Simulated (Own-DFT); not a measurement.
# Computed records: Hf₃₆O₇₁ (tetragonal hafnia with one neutral oxygen vacancy, atoms displaced)

All values are calculated (Own-DFT development build). A calculation, not a measurement: plane-wave PBE and HSE06 DFT by an unreviewed code, no spin, of a simulated cell at Gamma alone, so results move with cell size and shape, stress positive in tension, energies less offsets, not probed for a lower state with spin; hafnium file: forces about 75 meV/angstrom off all-electron values; oxygen file: force components 24 meV/angstrom off all-electron in a glass; k mesh not checked against a denser one; forces and stress are PBE's, HSE06 gives the energy alone, and its difference from PBE has offsets of its own; offsets are fitted by least squares, one for each functional and potential file, so energies compare only between cells with the same atoms and settings and are not formation energies; the far tail of each file's local potential was reset to the Coulomb form; each entry is a single point on an unrelaxed cell, so the pressure reflects the starting lattice, taken from the Materials Project, from which strain is counted, and rises with the displacements; printed positions are rounded, which can move forces by about a meV/angstrom; the program is a retired in-house code; no spin-orbit coupling.

Common to all runs: first functional PBE; second functional HSE06; exact exchange share 0.25; screening 0.11 1/bohr; exchange divergence Gygi-Baldereschi; potential files PseudoDojo norm-conserving, scalar-relativistic, made for PBE, standard set; wave cutoff 48 hartree; occupations fixed; k mesh 1 x 1 x 1 centred on Gamma.

```json
{"entry": 1, "formula": "Hf36O71", "kind": "tetragonal hafnia with one neutral oxygen vacancy, atoms displaced", "structure": {"cell_angstrom": [[10.78, 0.0, 0.0], [0.0, 10.78, 0.0], [0.0, 0.0, 10.4493]], "atoms_fractional": [["Hf", 0.98459, 0.9934, 0.99365], ["Hf", 0.15601, 0.16216, 0.26235], ["O", 0.00785, 0.16464, 0.15436], ["O", 0.16107, 0.99675, 0.35375], ["O", 0.98957, 0.16553, 0.39642], ["O", 0.16109, 0.98845, 0.11107], ["Hf", 0.02047, 0.00442, 0.50471], ["Hf", 0.15851, 0.16073, 0.75189], ["O", 0.9923, 0.16377, 0.65374], ["O", 0.16404, 0.00403, 0.84509], ["O", 0.99599, 0.16332, 0.90448], ["O", 0.15429, 0.00316, 0.59729], ["Hf", 0.0039, 0.32683, 0.98832], ["Hf", 0.17353, 0.47884, 0.24613], ["O", 0.99067, 0.49399, 0.15502], ["O", 0.16131, 0.3195, 0.36334], ["O", 0.99195, 0.5166, 0.4176], ["O", 0.17387, 0.32628, 0.08211], ["Hf", 0.00784, 0.33699, 0.49901], ["Hf", 0.16548, 0.49836, 0.74776], ["O", 0.98981, 0.49969, 0.65692], ["O", 0.16545, 0.33722, 0.85168], ["O", 0.99564, 0.5072, 0.90715], ["O", 0.1675, 0.33121, 0.5985], ["Hf", 0.99674, 0.66795, 0.99863], ["Hf", 0.17436, 0.83199, 0.24086], ["O", 0.99587, 0.82814, 0.14795], ["O", 0.15065, 0.65463, 0.34103], ["O", 0.98433, 0.82462, 0.41186], ["O", 0.16597, 0.68103, 0.09019], ["Hf", 0.00023, 0.66688, 0.5027], ["Hf", 0.17623, 0.84033, 0.75932], ["O", 0.16677, 0.66396, 0.85081], ["O", 0.99122, 0.84443, 0.89306], ["O", 0.15412, 0.6673, 0.59888], ["Hf", 0.33263, 0.00439, 0.99851], ["Hf", 0.50048, 0.16135, 0.24857], ["O", 0.32813, 0.1736, 0.1696], ["O", 0.51257, 0.00312, 0.34599], ["O", 0.32927, 0.16692, 0.39582], ["O", 0.50569, 0.99897, 0.10522], ["Hf", 0.35239, 0.00055, 0.50222], ["Hf", 0.49422, 0.16674, 0.74166], ["O", 0.33383, 0.16708, 0.65536], ["O", 0.48932, 0.00745, 0.84907], ["O", 0.33022, 0.15574, 0.88527], ["O", 0.49296, 0.99096, 0.59458], ["Hf", 0.33527, 0.33128, 0.99943], ["Hf", 0.50035, 0.49122, 0.24238], ["O", 0.33353, 0.49945, 0.16569], ["O", 0.50827, 0.32213, 0.33659], ["O", 0.34095, 0.49761, 0.38578], ["O", 0.49713, 0.34159, 0.09387], ["Hf", 0.34603, 0.33144, 0.5074], ["Hf", 0.49828, 0.50678, 0.75029], ["O", 0.32002, 0.50305, 0.65148], ["O", 0.50237, 0.32348, 0.85001], ["O", 0.32981, 0.49619, 0.91241], ["O", 0.4931, 0.34377, 0.59688], ["Hf", 0.33247, 0.65813, 0.99701], ["Hf", 0.4948, 0.84476, 0.25812], ["O", 0.34666, 0.82478, 0.15999], ["O", 0.49585, 0.67997, 0.36007], ["O", 0.33263, 0.84099, 0.40008], ["O", 0.49768, 0.66872, 0.09746], ["Hf", 0.33373, 0.68265, 0.50534], ["Hf", 0.49913, 0.82725, 0.74955], ["O", 0.34193, 0.83333, 0.64588], ["O", 0.50501, 0.67178, 0.84545], ["O", 0.32632, 0.83135, 0.90005], ["O", 0.50247, 0.66114, 0.59834], ["Hf", 0.6684, 0.98975, 0.00637], ["Hf", 0.84175, 0.15514, 0.26096], ["O", 0.66366, 0.17609, 0.14632], ["O", 0.82632, 0.99766, 0.35536], ["O", 0.67305, 0.16073, 0.42389], ["O", 0.82596, 0.00374, 0.10647], ["Hf", 0.65581, 0.00571, 0.49158], ["Hf", 0.8497, 0.17005, 0.76018], ["O", 0.65734, 0.16293, 0.65765], ["O", 0.84789, 0.9955, 0.8381], ["O", 0.67156, 0.17997, 0.88963], ["O", 0.83373, 0.00526, 0.60845], ["Hf", 0.67539, 0.33489, 0.99259], ["Hf", 0.83037, 0.50106, 0.24022], ["O", 0.66365, 0.49806, 0.1612], ["O", 0.83182, 0.32993, 0.35028], ["O", 0.66007, 0.50179, 0.39713], ["O", 0.82529, 0.34353, 0.10225], ["Hf", 0.66583, 0.34269, 0.48223], ["Hf", 0.84406, 0.4867, 0.75417], ["O", 0.66623, 0.498, 0.65383], ["O", 0.83468, 0.33773, 0.8431], ["O", 0.66683, 0.50026, 0.89784], ["O", 0.83005, 0.32766, 0.6019], ["Hf", 0.67953, 0.66667, 0.01095], ["Hf", 0.83621, 0.82908, 0.24585], ["O", 0.66833, 0.83137, 0.15254], ["O", 0.83149, 0.6651, 0.34693], ["O", 0.66003, 0.82818, 0.40029], ["O", 0.83455, 0.6613, 0.09179], ["Hf", 0.66673, 0.66512, 0.50368], ["Hf", 0.84335, 0.83232, 0.74464], ["O", 0.66337, 0.83605, 0.64401], ["O", 0.8275, 0.6639, 0.83819], ["O", 0.6634, 0.85246, 0.90573], ["O", 0.83356, 0.66476, 0.59595]]}, "results": {"PBE_energy_of_cell_above_offsets [eV]": "-86.289", "HSE06_less_PBE_above_offsets [eV]": "0.596", "PBE_pressure [GPa]": 6.29, "PBE_stress_xx [GPa]": -7.11, "PBE_stress_yy [GPa]": -5.41, "PBE_stress_zz [GPa]": -6.34, "PBE_stress_yz [GPa]": 0.24, "PBE_stress_xz [GPa]": -2.08, "PBE_stress_xy [GPa]": -0.34, "force_element": ["Hf", "Hf", "O", "O", "O", "O", "Hf", "Hf", "O", "O", "O", "O", "Hf", "Hf", "O", "O", "O", "O", "Hf", "Hf", "O", "O", "O", "O", "Hf", "Hf", "O", "O", "O", "O", "Hf", "Hf", "O", "O", "O", "Hf", "Hf", "O", "O", "O", "O", "Hf", "Hf", "O", "O", "O", "O", "Hf", "Hf", "O", "O", "O", "O", "Hf", "Hf", "O", "O", "O", "O", "Hf", "Hf", "O", "O", "O", "O", "Hf", "Hf", "O", "O", "O", "O", "Hf", "Hf", "O", "O", "O", "O", "Hf", "Hf", "O", "O", "O", "O", "Hf", "Hf", "O", "O", "O", "O", "Hf", "Hf", "O", "O", "O", "O", "Hf", "Hf", "O", "O", "O", "O", "Hf", "Hf", "O", "O", "O", "O"], "force_x [eV/angstrom]": [0.741, 1.804, -1.984, -0.405, 0.954, 1.029, -9.434, 1.698, 3.666, -0.132, 0.365, 7.952, -0.572, -1.46, 3.327, -0.532, 0.043, -2.244, -2.596, -1.423, 3.899, -0.965, 0.114, 0.099, 1.677, -0.961, 0.032, 1.701, 0.938, 0.213, -1.565, -1.447, 0.01, 1.027, 3.076, 0.757, 0.339, 0.36, -1.172, 1.276, -1.812, -5.313, 3.163, -2.085, 0.185, -1.182, 2.815, 2.129, -0.41, -1.143, 0.305, -0.469, 0.168, -3.753, 1.864, 1.986, -1.411, 0.429, 2.442, 0.447, 3.145, -3.016, -0.783, -0.461, 0.826, 0.312, 2.734, -2.133, -0.761, 0.113, -1.753, -1.396, -1.487, 0.249, -0.107, -0.076, 1.817, 4.142, -6.093, 0.134, -0.365, 1.034, 0.441, -2.071, 0.225, 0.678, -0.329, -0.304, 2.199, 1.666, -4.009, -0.39, 1.285, -0.416, 0.569, -4.492, -0.643, 0.113, -0.852, 0.392, 1.229, 0.864, -0.608, -0.36, 0.191, 0.117, -0.121], "force_y [eV/angstrom]": [0.524, -1.371, 0.489, -0.337, 0.279, 0.125, -1.981, 2.086, 0.713, -0.79, 0.137, -0.437, 2.488, 2.12, 0.073, 2.299, -6.332, 0.916, 0.988, 0.848, -0.862, -1.178, -1.819, -0.017, 0.752, -1.079, 0.228, 0.987, 2.781, -0.519, 2.111, -2.254, 0.506, -3.332, 0.866, -0.451, 0.983, -0.737, 0.939, -0.74, 0.242, 1.6, 0.304, -0.349, -1.777, 1.654, 0.522, -1.622, 1.58, 0.193, 1.076, -0.869, 0.247, 0.578, -1.595, 0.269, 1.965, 0.073, 0.087, 1.986, -3.918, 0.617, -1.182, 0.289, -1.113, -2.617, 2.088, -0.23, -0.995, 0.572, -0.205, 4.845, 1.219, -0.4, -0.781, 3.872, -0.145, -4.262, -2.014, -0.355, 1.304, -2.124, -0.821, -1.25, -0.938, 1.216, 0.821, 0.595, -0.626, -1.333, 4.093, -0.073, -2.343, 0.703, 0.348, 0.053, 0.231, -0.244, -0.006, 0.936, 0.041, 1.243, 0.248, -0.658, 0.944, -4.715, 0.905], "force_z [eV/angstrom]": [2.128, -0.481, -1.155, -0.115, 0.868, -1.974, -3.702, -1.037, -1.072, 1.248, -0.734, 4.694, 2.807, 2.192, -0.61, -1.518, -1.924, 2.211, 0.201, 0.02, -0.698, -0.913, -0.296, 0.702, -0.567, 0.687, -0.387, -0.851, -0.526, 0.107, 0.417, -1.292, -0.735, 0.26, 0.976, 0.186, -2.068, -2.341, 1.93, 2.24, -0.558, -2.222, 2.516, -2.148, -0.091, 2.695, 1.727, -1.111, 1.94, -3.343, 1.725, 2.642, 0.096, -2.654, -0.311, -0.004, -0.778, -1.369, 0.665, 1.416, -0.22, -1.412, -0.831, 0.061, -0.592, -1.627, 0.146, 0.095, 0.619, 0.536, 1.177, 0.618, -0.803, 1.493, -1.266, -3.459, -0.56, 3.833, -2.43, -0.615, 2.47, 1.67, -1.233, 0.466, 2.946, -2.204, -0.321, -0.272, -1.375, 3.116, -1.949, -0.133, 3.213, 1.102, -0.728, -2.802, 3.522, -0.532, -1.538, 0.062, 1.64, -0.813, -2.399, 1.552, 1.565, -1.804, 0.299]}}
{"entry": 2, "formula": "Hf36O71", "kind": "tetragonal hafnia with one neutral oxygen vacancy, atoms displaced", "structure": {"cell_angstrom": [[10.78, 0.0, 0.0], [0.0, 10.78, 0.0], [0.0, 0.0, 10.4493]], "atoms_fractional": [["Hf", 0.00532, 0.99278, 0.00388], ["Hf", 0.16451, 0.17005, 0.25639], ["O", 0.99243, 0.17373, 0.15295], ["O", 0.15999, 0.00149, 0.35238], ["O", 0.99801, 0.17242, 0.40996], ["O", 0.16231, 0.00893, 0.10251], ["Hf", 0.00507, 0.99699, 0.50232], ["Hf", 0.16805, 0.16712, 0.74196], ["O", 0.99603, 0.16827, 0.6445], ["O", 0.16662, 0.00219, 0.8407], ["O", 0.99929, 0.16468, 0.90136], ["O", 0.16391, 0.99599, 0.59412], ["Hf", 0.99606, 0.32253, 0.99919], ["Hf", 0.16271, 0.50696, 0.24433], ["O", 0.99363, 0.48597, 0.15642], ["O", 0.16136, 0.32371, 0.35082], ["O", 0.99993, 0.49811, 0.40927], ["O", 0.16894, 0.33146, 0.09298], ["Hf", 0.00412, 0.33576, 0.49726], ["Hf", 0.1731, 0.49404, 0.75424], ["O", 0.99525, 0.49885, 0.65603], ["O", 0.17219, 0.3362, 0.84447], ["O", 0.99905, 0.50609, 0.90768], ["O", 0.16408, 0.3351, 0.60606], ["Hf", 0.00458, 0.66905, 0.00273], ["Hf", 0.17394, 0.83751, 0.25212], ["O", 0.99993, 0.83537, 0.15184], ["O", 0.16799, 0.66788, 0.34331], ["O", 0.00393, 0.82706, 0.39647], ["O", 0.16467, 0.6732, 0.10195], ["Hf", 0.00897, 0.67155, 0.50353], ["Hf", 0.16794, 0.82478, 0.75702], ["O", 0.99354, 0.84071, 0.65144], ["O", 0.1668, 0.6708, 0.84511], ["O", 0.00758, 0.83647, 0.90519], ["O", 0.16929, 0.66838, 0.605], ["Hf", 0.3306, 0.98772, 0.99403], ["Hf", 0.50247, 0.16703, 0.25115], ["O", 0.33105, 0.17693, 0.14423], ["O", 0.49834, 0.00819, 0.35197], ["O", 0.32907, 0.16718, 0.4046], ["O", 0.50745, 0.98897, 0.09438], ["Hf", 0.3284, 0.00066, 0.49258], ["Hf", 0.50356, 0.16558, 0.75096], ["O", 0.33713, 0.15593, 0.65071], ["O", 0.49436, 0.00187, 0.84979], ["O", 0.33362, 0.16612, 0.90565], ["O", 0.50331, 0.9928, 0.59853], ["Hf", 0.33802, 0.3337, 0.99632], ["Hf", 0.50222, 0.51032, 0.25199], ["O", 0.33141, 0.49586, 0.1473], ["O", 0.50085, 0.3324, 0.34929], ["O", 0.34353, 0.50264, 0.40216], ["O", 0.50038, 0.33049, 0.08991], ["Hf", 0.33763, 0.33161, 0.49266], ["Hf", 0.50235, 0.49811, 0.75233], ["O", 0.33926, 0.49387, 0.65573], ["O", 0.49818, 0.33949, 0.84239], ["O", 0.33345, 0.50263, 0.90392], ["O", 0.50328, 0.33594, 0.59685], ["Hf", 0.3269, 0.66871, 0.00273], ["Hf", 0.49456, 0.82904, 0.25029], ["O", 0.33946, 0.83085, 0.14919], ["O", 0.49509, 0.66227, 0.3491], ["O", 0.50213, 0.67285, 0.10301], ["Hf", 0.33701, 0.65801, 0.5015], ["Hf", 0.50578, 0.82739, 0.7541], ["O", 0.33338, 0.83425, 0.65609], ["O", 0.51033, 0.66446, 0.84933], ["O", 0.33852, 0.82777, 0.90424], ["O", 0.4961, 0.66442, 0.59682], ["Hf", 0.66498, 0.00359, 0.99217], ["Hf", 0.83545, 0.16389, 0.24872], ["O", 0.65973, 0.17091, 0.15354], ["O", 0.83457, 0.00218, 0.35441], ["O", 0.67162, 0.16975, 0.3975], ["O", 0.83602, 0.00813, 0.09836], ["Hf", 0.67918, 0.9957, 0.49612], ["Hf", 0.82856, 0.15998, 0.7602], ["O", 0.66193, 0.16261, 0.65728], ["O", 0.83217, 0.99539, 0.84635], ["O", 0.66889, 0.16824, 0.90146], ["O", 0.8339, 0.00364, 0.59866], ["Hf", 0.6681, 0.3238, 0.0018], ["Hf", 0.83409, 0.49761, 0.25266], ["O", 0.6659, 0.50511, 0.14455], ["O", 0.82897, 0.33892, 0.34498], ["O", 0.67336, 0.49606, 0.40366], ["O", 0.83735, 0.3278, 0.10806], ["Hf", 0.66539, 0.33371, 0.48575], ["Hf", 0.83558, 0.49917, 0.75111], ["O", 0.67198, 0.49798, 0.64874], ["O", 0.83468, 0.33258, 0.84686], ["O", 0.66768, 0.50468, 0.90103], ["O", 0.83415, 0.33855, 0.59916], ["Hf", 0.66444, 0.66037, 0.99999], ["Hf", 0.82871, 0.83523, 0.24331], ["O", 0.66413, 0.83014, 0.14674], ["O", 0.82874, 0.67362, 0.34189], ["O", 0.66457, 0.82583, 0.40626], ["O", 0.83971, 0.66783, 0.09985], ["Hf", 0.66314, 0.66571, 0.4986], ["Hf", 0.83969, 0.83432, 0.75061], ["O", 0.66247, 0.83712, 0.65155], ["O", 0.8318, 0.67046, 0.84536], ["O", 0.66601, 0.82835, 0.90793], ["O", 0.82776, 0.67499, 0.6026]]}, "results": {"PBE_energy_of_cell_above_offsets [eV]": "-96.340", "HSE06_less_PBE_above_offsets [eV]": "0.107", "PBE_pressure [GPa]": 2.3, "PBE_stress_xx [GPa]": 0.49, "PBE_stress_yy [GPa]": -4.81, "PBE_stress_zz [GPa]": -2.59, "PBE_stress_yz [GPa]": -0.12, "PBE_stress_xz [GPa]": 0.67, "PBE_stress_xy [GPa]": 0.16, "force_element": ["Hf", "Hf", "O", "O", "O", "O", "Hf", "Hf", "O", "O", "O", "O", "Hf", "Hf", "O", "O", "O", "O", "Hf", "Hf", "O", "O", "O", "O", "Hf", "Hf", "O", "O", "O", "O", "Hf", "Hf", "O", "O", "O", "O", "Hf", "Hf", "O", "O", "O", "O", "Hf", "Hf", "O", "O", "O", "O", "Hf", "Hf", "O", "O", "O", "O", "Hf", "Hf", "O", "O", "O", "O", "Hf", "Hf", "O", "O", "O", "Hf", "Hf", "O", "O", "O", "O", "Hf", "Hf", "O", "O", "O", "O", "Hf", "Hf", "O", "O", "O", "O", "Hf", "Hf", "O", "O", "O", "O", "Hf", "Hf", "O", "O", "O", "O", "Hf", "Hf", "O", "O", "O", "O", "Hf", "Hf", "O", "O", "O", "O"], "force_x [eV/angstrom]": [-0.875, 0.3, 2.17, 0.736, -0.142, 1.408, -1.428, -0.371, 0.647, 0.452, -0.047, 0.958, 0.723, -0.279, 1.987, 0.729, 0.471, -0.933, -1.592, -1.121, 1.869, -0.317, 0.42, 1.303, -2.51, -1.595, 0.399, 0.513, 0.302, 0.556, -2.141, 0.203, 2.26, 0.321, -0.06, 0.062, 1.073, -1.368, 0.637, -0.498, -0.189, -1.662, 2.037, -1.431, -0.519, 0.542, -0.001, -0.563, -1.064, -0.08, 0.249, -0.303, -0.935, 0.849, 0.259, 1.664, -1.173, 0.207, -0.283, -0.706, 1.692, 2.329, -1.982, 0.021, -1.535, -0.539, -0.097, -0.137, -0.813, -0.66, 0.503, 0.043, -0.922, 1.299, -0.151, -0.195, -0.748, -2.17, 1.078, 1.285, -0.192, -0.089, 0.315, 0.344, -0.796, -0.004, 0.291, -0.995, -1.766, 1.332, -0.792, -1.204, -0.028, 0.166, -0.426, 1.168, 0.101, 0.717, 0.051, -0.336, -0.097, 1.793, -2.506, 1.176, 0.605, -0.297, 1.048], "force_y [eV/angstrom]": [1.483, -0.334, -0.331, -0.306, -1.657, -1.091, 0.749, 0.377, -0.572, -0.976, -0.875, 0.341, 1.649, -2.133, 1.056, 3.207, 2.057, 0.294, -0.562, 0.28, 0.666, -1.253, -0.914, 0.049, -0.451, -0.005, 0.513, -0.112, 0.781, -0.611, -0.748, 2.64, -0.612, -1.969, -0.915, -0.095, 3.633, 0.182, -0.959, -1.618, -0.099, 0.558, -0.842, -0.196, 0.625, -0.658, -0.608, 0.392, -1.13, -2.341, 0.94, 0.511, -1.327, 0.323, 0.362, 0.532, 0.445, -1.69, 1.118, -0.402, -1.762, 1.439, 0.426, 1.679, -0.701, 1.766, 1.5, -0.284, -0.135, -0.256, 0.105, -2.429, 0.93, -0.222, -1.034, -1.169, -0.224, 0.425, 1.531, -0.062, 0.339, -0.437, -0.22, 2.699, 1.36, -0.343, -1.435, 1.993, 0.08, -0.396, 0.151, 0.564, -0.431, -2.163, -0.494, 0.797, -0.746, 0.304, -1.124, 1.535, 0.048, -0.641, -1.619, -0.277, 0.102, 1.574, -0.118], "force_z [eV/angstrom]": [0.091, -2.334, 0.18, -0.411, -1.566, -0.233, -0.261, 0.105, 1.663, 1.017, -0.14, 0.23, 0.688, -0.183, 0.124, 0.228, -1.087, 0.075, 2.415, -0.933, 0.092, 0.539, 0.189, -1.109, -0.53, 0.324, -0.088, 0.638, 0.714, 0.193, 0.231, -2.641, -0.269, 1.92, -0.644, -0.831, 0.623, -0.791, 2.076, -0.791, -0.764, 0.176, 2.112, -1.004, -0.117, 0.242, -0.558, -0.998, 0.619, -1.856, 1.056, -0.512, -0.418, 0.418, 1.913, -1.051, -0.606, 0.888, -0.328, -0.756, 0.07, -0.063, 0.156, 0.721, 0.018, 0.873, -1.257, 0.022, 0.215, -0.545, 0.118, 1.287, 0.739, -0.845, -0.781, 0.034, -0.231, 1.136, -2.914, -0.172, 1.072, -0.507, 0.295, 0.729, -0.402, 1.266, 0.389, -1.426, -1.582, 3.153, -0.625, 0.507, 1.094, -0.025, -0.965, 0.21, 0.236, 1.419, 0.42, -1.125, -0.667, 1.596, -0.587, 0.442, 0.5, -0.657, -1.306]}}
```
